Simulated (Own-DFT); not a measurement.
## Calculated data, SiC (4H silicon carbide, strained, atoms displaced)

All values are calculated (Own-DFT development build). A calculation, not a measurement: plane-wave PBE density functional theory by an unreviewed code, no spin, of a simulated periodic cell, stress positive in tension, free energy of the whole cell less one offset for each atom, forces on such cells passed a denser k mesh, this cell's mesh not checked; offsets are fitted by least squares, one for each functional and potential file, so energies compare only between cells with the same atoms and settings and are not formation energies; the far tail of each file's local potential was reset to the Coulomb form; each entry is a single point on an unrelaxed cell, so the pressure reflects the starting lattice, mostly measured values (interpolated for alloys), from which strain is counted, and rises with the displacements; printed positions are rounded, which can move forces by about a meV/angstrom; the program, named Own-DFT, is a retired in-house code; no spin-orbit coupling.

Settings shared by all entries: functional PBE; potential files PseudoDojo norm-conserving, scalar-relativistic, standard set; wave cutoff 42 hartree; occupations Fermi-Dirac; smearing width 0.1 eV; hardware one NVIDIA H100; k mesh 5 x 5 x 3 centred on Gamma.

(1) SiC (4H silicon carbide, strained, atoms displaced)

```
SiC
1.0
      6.2713    -0.0852    -0.0955
     -3.2095     5.4173     0.0806
     -0.1560     0.0619    10.0718
Si C Si C Si C Si C Si C Si C Si C Si C
2 2 2 2 2 2 2 2 2 2 2 2 2 2 2 2
Direct
  0.00456 0.02307 0.41083
  0.15438 0.33734 0.15631
  0.00159 0.99639 0.09397
  0.16767 0.34905 0.34524
  0.00245 0.50192 0.40360
  0.16873 0.83605 0.15410
  0.00599 0.51040 0.09445
  0.15972 0.81992 0.34374
  0.49591 0.99096 0.40782
  0.66799 0.31904 0.15637
  0.50577 0.00369 0.08769
  0.67068 0.34321 0.34341
  0.48737 0.48613 0.41521
  0.68119 0.83431 0.15418
  0.49037 0.49480 0.07877
  0.65960 0.82780 0.35153
  0.01277 0.00757 0.90751
  0.84045 0.67357 0.65569
  0.02021 0.01311 0.59149
  0.82793 0.66058 0.84765
  0.00338 0.48869 0.90490
  0.83562 0.16569 0.66241
  0.00386 0.50628 0.59994
  0.84686 0.18461 0.83656
  0.49326 0.01105 0.91551
  0.33441 0.67540 0.65061
  0.51787 0.00064 0.58388
  0.33375 0.65662 0.84247
  0.50315 0.49858 0.90836
  0.33174 0.16507 0.65290
  0.50161 0.49334 0.59710
  0.33651 0.18560 0.84676
```

* free energy of cell above offsets: -2.018 eV
* pressure: 1.08 GPa
* stress xx: 5.08 GPa
* stress yy: 0 GPa
* stress zz: -8.32 GPa
* stress yz: 1.08 GPa
* stress xz: -5.37 GPa
* stress xy: -6.3 GPa
* wall time: 117.7 s

Force:
```
element  x (eV/Å)  y (eV/Å)  z (eV/Å)
     Si     0.341    -2.516     -1.54
     Si     2.202      0.17    -0.506
      C      0.01     1.264      0.16
      C     0.193    -1.212    -0.434
     Si    -1.069    -0.195     1.618
     Si     0.382     0.058     0.848
      C    -0.445    -1.388    -0.569
      C    -0.432     2.802    -0.244
     Si     0.065     0.836    -2.324
     Si    -1.536     2.348    -0.176
      C     0.416    -0.821     3.226
      C    -0.621    -1.754     0.149
     Si     1.539     1.734     -1.63
     Si    -1.794    -1.637     0.514
      C     0.499     0.102     5.457
      C     0.683     0.472    -1.157
     Si    -1.429    -0.938    -0.756
     Si      0.13     -0.53     0.564
      C    -2.335    -1.231     0.902
      C     1.343     1.289    -0.564
     Si    -0.634     2.631    -0.074
     Si     0.676     0.967    -2.541
      C    -0.475    -0.528    -1.782
      C    -0.547    -3.105     3.099
     Si     1.337    -1.044    -4.539
     Si     1.233    -0.914     1.563
      C    -1.545     0.248     2.866
      C    -0.506     2.111     0.125
     Si    -0.577     1.642    -2.656
     Si     2.278     0.725     1.576
      C    -0.539         1    -0.104
      C     1.157    -2.586    -1.074
```

(2) SiC (4H silicon carbide, strained, atoms displaced)

```
SiC
1.0
      6.2613     0.0649     0.1199
     -3.0744     5.2253    -0.1049
      0.1958    -0.0848    10.2027
Si C Si C Si C Si C Si C Si C Si C Si C
2 2 2 2 2 2 2 2 2 2 2 2 2 2 2 2
Direct
  0.99099 0.99392 0.42052
  0.15943 0.33558 0.15296
  0.01484 0.01639 0.10357
  0.16067 0.33189 0.34036
  0.02689 0.51383 0.40974
  0.16850 0.84566 0.15257
  0.00711 0.50714 0.09564
  0.16895 0.84154 0.35083
  0.50845 0.99836 0.39891
  0.65995 0.32004 0.15362
  0.48671 0.99684 0.08797
  0.66734 0.33846 0.34151
  0.50750 0.50099 0.40413
  0.66486 0.83254 0.15111
  0.48276 0.49144 0.08416
  0.65318 0.82147 0.33856
  0.01327 0.00719 0.91526
  0.82541 0.65807 0.66047
  0.00183 0.00300 0.59773
  0.81638 0.65718 0.84494
  0.00563 0.49473 0.90438
  0.82506 0.16432 0.66001
  0.00411 0.49858 0.59642
  0.84620 0.16400 0.83798
  0.49877 0.98759 0.90699
  0.35018 0.66158 0.66129
  0.50565 0.01219 0.61129
  0.32342 0.65091 0.83712
  0.48788 0.50976 0.90220
  0.34846 0.18410 0.65565
  0.50163 0.48784 0.58913
  0.34204 0.16415 0.83975
```

* free energy of cell above offsets: -1.845 eV
* pressure: 2.9 GPa
* stress xx: 1.96 GPa
* stress yy: -10.64 GPa
* stress zz: -0.02 GPa
* stress yz: -2.12 GPa
* stress xz: 6.99 GPa
* stress xy: 6.03 GPa
* wall time: 117.3 s

Force:
```
element  x (eV/Å)  y (eV/Å)  z (eV/Å)
     Si     0.111     0.942    -2.691
     Si      0.75     2.235     1.952
      C    -1.803    -2.785    -2.351
      C     1.578    -0.432     0.821
     Si    -2.261    -0.913     0.098
     Si     0.197    -1.274     2.357
      C    -1.323     -0.66    -1.229
      C     0.616     0.348    -1.188
     Si     -1.91     1.087     1.958
     Si    -0.528      2.54     0.004
      C     1.885    -0.478     0.478
      C     1.774    -0.583    -0.254
     Si    -1.629    -1.237     -0.47
     Si    -0.082    -0.682     0.344
      C     1.259     0.939      1.29
      C     1.701     0.941     0.365
     Si    -0.255    -0.749    -2.185
     Si     1.247     1.103    -0.554
      C    -0.143    -0.496     0.747
      C     1.374     0.947     0.839
     Si    -2.235    -0.075     0.253
     Si     1.555     0.701    -0.795
      C     0.452     0.454     0.054
      C    -0.789    -0.757     2.807
     Si    -0.055     1.668    -1.841
     Si    -2.611     0.746    -2.175
      C     1.048    -2.072    -3.018
      C    -0.264     1.375     1.533
     Si     2.536    -2.271     0.769
     Si    -1.519    -3.535     1.138
      C       0.1     2.882    -0.297
      C    -0.775     0.089     1.241
```

(3) SiC (4H silicon carbide, strained, atoms displaced)

```
SiC
1.0
      6.1409     0.0240     0.0150
     -3.0497     5.2898     0.0457
      0.0245     0.1003     9.8801
Si C Si C Si C Si C Si C Si C Si C Si C
2 2 2 2 2 2 2 2 2 2 2 2 2 2 2 2
Direct
  0.00167 0.00485 0.40261
  0.15627 0.34499 0.15285
  0.00218 0.02987 0.08910
  0.16907 0.32259 0.34011
  0.00959 0.51068 0.40153
  0.14599 0.82742 0.15862
  0.00187 0.51049 0.09059
  0.16252 0.82035 0.34334
  0.49031 0.98990 0.40057
  0.66264 0.34808 0.15967
  0.50683 0.00431 0.08701
  0.67666 0.34428 0.34798
  0.50367 0.49626 0.40671
  0.67015 0.82157 0.15941
  0.51662 0.51274 0.08589
  0.67633 0.84791 0.34514
  0.99781 0.00531 0.90008
  0.84559 0.67564 0.66226
  0.99243 0.98496 0.58858
  0.82180 0.65428 0.84423
  0.00432 0.49120 0.91071
  0.82131 0.14792 0.66126
  0.99163 0.49353 0.58770
  0.83443 0.14824 0.84479
  0.50217 0.00289 0.90884
  0.33980 0.67782 0.65241
  0.50948 0.00393 0.58982
  0.32352 0.66454 0.83584
  0.49309 0.48785 0.90870
  0.32971 0.16504 0.65279
  0.50740 0.51714 0.60070
  0.31710 0.16155 0.85041
```

- free energy of cell above offsets: -1.712 eV
- pressure: 12.54 GPa
- stress xx: -8.25 GPa
- stress yy: -9.45 GPa
- stress zz: -19.92 GPa
- stress yz: 3.59 GPa
- stress xz: 0.09 GPa
- stress xy: 1.77 GPa
- wall time: 131.8 s

Force:
```
element  x (eV/Å)  y (eV/Å)  z (eV/Å)
     Si     0.276    -1.395     0.634
     Si     2.392      0.04     0.534
      C     0.882    -3.042     0.661
      C    -0.247     2.459     0.197
     Si     0.137    -3.581     1.792
     Si     1.642     2.862    -2.193
      C    -1.129    -0.289      1.42
      C    -0.602     2.915    -0.576
     Si     0.846     1.845     0.486
     Si     1.656    -2.433    -0.868
      C    -0.912    -0.298      3.56
      C    -0.334     -1.21    -1.083
     Si    -0.704     1.221     1.105
     Si    -1.486     3.246     -1.45
      C    -2.153    -0.898     2.347
      C    -0.123     -2.14     -0.43
     Si     1.318    -3.337     2.153
     Si    -0.341    -2.685    -1.469
      C     0.414     2.442     0.699
      C     1.193     0.622     1.297
     Si    -1.316       0.6    -2.793
     Si     1.107     2.225    -2.047
      C     1.061     0.251     1.396
      C    -3.263     2.427    -0.435
     Si    -0.705    -1.309    -1.602
     Si     -1.33    -1.768    -0.179
      C     -1.79     0.004    -0.021
      C     1.005     0.388     2.386
     Si    -0.711     1.468    -2.738
     Si     0.045     0.889     0.642
      C     0.701    -1.803    -1.534
      C     2.469     0.284    -1.888
```

(4) SiC (4H silicon carbide, strained, atoms displaced)

```
SiC
1.0
      6.1780    -0.0924    -0.0836
     -3.1690     5.4710     0.0509
     -0.1366     0.0171     9.9489
Si C Si C Si C Si C Si C Si C Si C Si C
2 2 2 2 2 2 2 2 2 2 2 2 2 2 2 2
Direct
  1.00000 0.00764 0.40912
  0.16206 0.33564 0.15615
  0.99131 0.99256 0.09269
  0.15560 0.32600 0.35280
  0.01360 0.50132 0.40590
  0.17108 0.81785 0.15046
  0.99081 0.49248 0.09171
  0.15266 0.82050 0.34062
  0.49990 0.00584 0.41140
  0.68174 0.34642 0.15970
  0.49422 0.98958 0.08752
  0.66865 0.33442 0.33631
  0.51303 0.51000 0.40326
  0.67272 0.83371 0.15990
  0.51753 0.49433 0.09565
  0.68006 0.82582 0.33833
  0.01298 0.99393 0.91167
  0.82149 0.64974 0.65480
  0.01267 0.00407 0.59668
  0.84095 0.67608 0.83350
  0.99646 0.50058 0.90199
  0.83167 0.16669 0.64870
  0.00206 0.51854 0.58756
  0.83040 0.16565 0.83493
  0.48877 0.98777 0.90628
  0.31573 0.66185 0.64984
  0.49718 0.00611 0.58490
  0.33301 0.66251 0.84578
  0.50653 0.50162 0.89750
  0.33508 0.17076 0.65800
  0.50872 0.49674 0.58769
  0.32638 0.14401 0.84208
```

* free energy of cell above offsets: -1.891 eV
* pressure: 5 GPa
* stress xx: -3.22 GPa
* stress yy: 3.96 GPa
* stress zz: -15.73 GPa
* stress yz: 1 GPa
* stress xz: -4.35 GPa
* stress xy: -6.86 GPa
* wall time: 121.9 s

Force:
```
element  x (eV/Å)  y (eV/Å)  z (eV/Å)
     Si     1.634    -1.669    -0.077
     Si       1.6    -0.923    -0.095
      C     1.508     0.801     0.657
      C     1.467      1.38    -1.848
     Si    -2.193      0.23    -0.935
     Si    -1.566     1.429      1.19
      C     1.703     0.587    -0.848
      C     1.244     1.521     0.206
     Si    -0.133     -0.69    -4.471
     Si    -1.054    -2.824    -1.621
      C     0.986      0.77     1.801
      C     0.212    -0.371     3.096
     Si    -0.044    -1.718    -0.739
     Si    -0.723    -0.838    -2.451
      C    -2.823     1.021    -1.059
      C    -2.358     1.174     2.355
     Si    -2.815     0.588    -1.933
     Si     1.063     3.192    -1.005
      C    -2.184    -0.915    -0.867
      C     0.024    -1.139     2.486
     Si     0.136    -1.335    -0.428
     Si     0.803     0.165     0.576
      C    -0.365     -2.73     0.488
      C     0.269    -0.074     1.643
     Si     2.126     0.821    -1.114
     Si     2.804     1.472     1.089
      C     0.232    -0.629     3.171
      C     -0.18    -0.376    -1.206
     Si     0.125    -0.863     1.587
     Si      0.71    -0.452    -0.909
      C    -2.476    -0.164     0.927
      C     0.268     2.558     0.333
```

(5) SiC (4H silicon carbide, strained, atoms displaced)

```
SiC
1.0
      6.0857     0.0860    -0.0440
     -2.9684     5.1931    -0.0384
     -0.0719    -0.1140    10.2366
Si C Si C Si C Si C Si C Si C Si C Si C
2 2 2 2 2 2 2 2 2 2 2 2 2 2 2 2
Direct
  0.99653 0.99925 0.40096
  0.16206 0.34424 0.15984
  0.01219 0.00570 0.09515
  0.15558 0.33324 0.33640
  0.99790 0.49999 0.40560
  0.16938 0.83666 0.15396
  0.99785 0.50178 0.08848
  0.16520 0.82444 0.35026
  0.49360 0.00506 0.40880
  0.67223 0.33873 0.16007
  0.50504 0.00015 0.09239
  0.68687 0.32887 0.34693
  0.49290 0.50168 0.40835
  0.67192 0.83864 0.15275
  0.51575 0.50170 0.08375
  0.67927 0.83423 0.34072
  0.00206 0.00362 0.90241
  0.82972 0.66835 0.66028
  0.98932 0.01089 0.60472
  0.82451 0.66375 0.84339
  0.99450 0.48890 0.90366
  0.83199 0.17493 0.65882
  0.00685 0.48966 0.58285
  0.83548 0.16244 0.84739
  0.49342 0.00699 0.90479
  0.33755 0.66378 0.65159
  0.50917 0.00027 0.59738
  0.33204 0.67211 0.83429
  0.50139 0.49036 0.89747
  0.32174 0.16249 0.64805
  0.49272 0.50742 0.58980
  0.32915 0.15102 0.84020
```

- free energy of cell above offsets: -2.301 eV
- pressure: 9.15 GPa
- stress xx: -14.54 GPa
- stress yy: -15.27 GPa
- stress zz: 2.36 GPa
- stress yz: -3.21 GPa
- stress xz: -3.79 GPa
- stress xy: 6.39 GPa
- wall time: 117.1 s

Force:
```
element  x (eV/Å)  y (eV/Å)  z (eV/Å)
     Si     0.342     0.518     1.489
     Si     2.203    -0.455    -2.261
      C    -1.466     0.488    -0.936
      C     1.907     0.069     1.618
     Si     1.096     0.049     0.615
     Si     0.904    -0.158     0.604
      C     -0.02     0.258     0.506
      C    -0.248     1.569    -1.485
     Si     2.339    -0.769     0.116
     Si      0.19    -0.476    -0.711
      C    -1.019      0.35    -0.094
      C    -4.183    -0.048     -0.96
     Si     1.139     0.064    -1.531
     Si     1.142    -0.787    -0.026
      C    -1.997     0.088     1.282
      C     -2.43    -0.911     0.001
     Si     0.923    -0.981     1.553
     Si      0.71     -0.19    -1.292
      C     2.042    -1.974    -2.728
      C     1.163    -0.297    -0.521
     Si     0.392     2.101     0.178
     Si    -0.414     0.417     0.668
      C    -1.668     1.593     2.261
      C    -1.841     0.127     -1.18
     Si     2.813    -1.893     0.824
     Si     -2.45     1.087     1.054
      C     -1.95     0.234    -1.375
      C     0.211    -1.301     1.359
     Si    -1.583     0.742     1.045
     Si     1.069     0.296     1.424
      C     2.743    -1.775    -0.157
      C    -2.059     1.965    -1.339
```

(6) SiC (4H silicon carbide, strained, atoms displaced)

```
SiC
1.0
      6.1052    -0.0376     0.0870
     -3.0852     5.3951    -0.1101
      0.1421    -0.1255    10.1646
Si C Si C Si C Si C Si C Si C Si C Si C
2 2 2 2 2 2 2 2 2 2 2 2 2 2 2 2
Direct
  0.00684 0.00106 0.41405
  0.14390 0.33836 0.15603
  0.00904 0.00650 0.09124
  0.15745 0.33027 0.35164
  0.00057 0.50877 0.40444
  0.15055 0.83554 0.14069
  0.99137 0.48691 0.09784
  0.16085 0.83317 0.34736
  0.49504 0.99990 0.41052
  0.66523 0.33107 0.14552
  0.51561 0.00589 0.09401
  0.66340 0.33118 0.34897
  0.47924 0.48464 0.40775
  0.66952 0.84167 0.16112
  0.50607 0.52265 0.09810
  0.66120 0.83254 0.34569
  0.99796 0.98540 0.90908
  0.82775 0.65477 0.64966
  0.00300 0.99540 0.59733
  0.83027 0.66390 0.83598
  0.00001 0.49141 0.89553
  0.83438 0.16345 0.65236
  0.99151 0.47901 0.59788
  0.81821 0.17818 0.84798
  0.50727 0.98697 0.90948
  0.32240 0.67804 0.66179
  0.50858 0.00955 0.59528
  0.33185 0.65912 0.85233
  0.48890 0.48728 0.90713
  0.33228 0.16942 0.65923
  0.51021 0.51272 0.59038
  0.34061 0.17403 0.84312
```

- free energy of cell above offsets: -2.027 eV
- pressure: 4.25 GPa
- stress xx: -9.31 GPa
- stress yy: -4.14 GPa
- stress zz: 0.68 GPa
- stress yz: -4.62 GPa
- stress xz: 3.17 GPa
- stress xy: -2.53 GPa
- wall time: 125.6 s

Force:
```
element  x (eV/Å)  y (eV/Å)  z (eV/Å)
     Si    -1.927    -0.336    -1.145
     Si     4.493    -0.564     1.643
      C    -1.884     0.389    -0.052
      C    -0.578    -0.632     -1.67
     Si    -0.498    -1.109     0.837
     Si     3.299    -0.848     3.262
      C    -1.328      2.93    -2.764
      C     0.552     0.187    -1.166
     Si      0.54     0.257    -1.003
     Si    -2.119     0.707     2.922
      C    -1.991    -1.203    -0.612
      C    -0.344    -0.223     -1.19
     Si     1.746     2.153    -0.519
     Si     0.247    -0.037     0.517
      C    -0.107    -2.724    -1.121
      C     0.604    -0.252     0.638
     Si    -0.806      1.67     -1.71
     Si     0.402     0.988      0.96
      C    -0.005    -0.229     0.035
      C     0.225    -0.315     1.292
     Si    -1.734     1.478     2.144
     Si      0.06    -0.728     1.799
      C    -0.046      2.61     -1.19
      C     3.354    -2.568    -1.969
     Si    -2.161     1.026     0.149
     Si     2.159     -0.81    -0.728
      C    -1.391    -1.227     0.239
      C     0.179      0.55    -1.674
     Si     1.056     1.805     0.828
     Si      0.61     1.035    -0.419
      C    -2.302    -1.418     0.884
      C    -0.307    -2.564     0.781
```
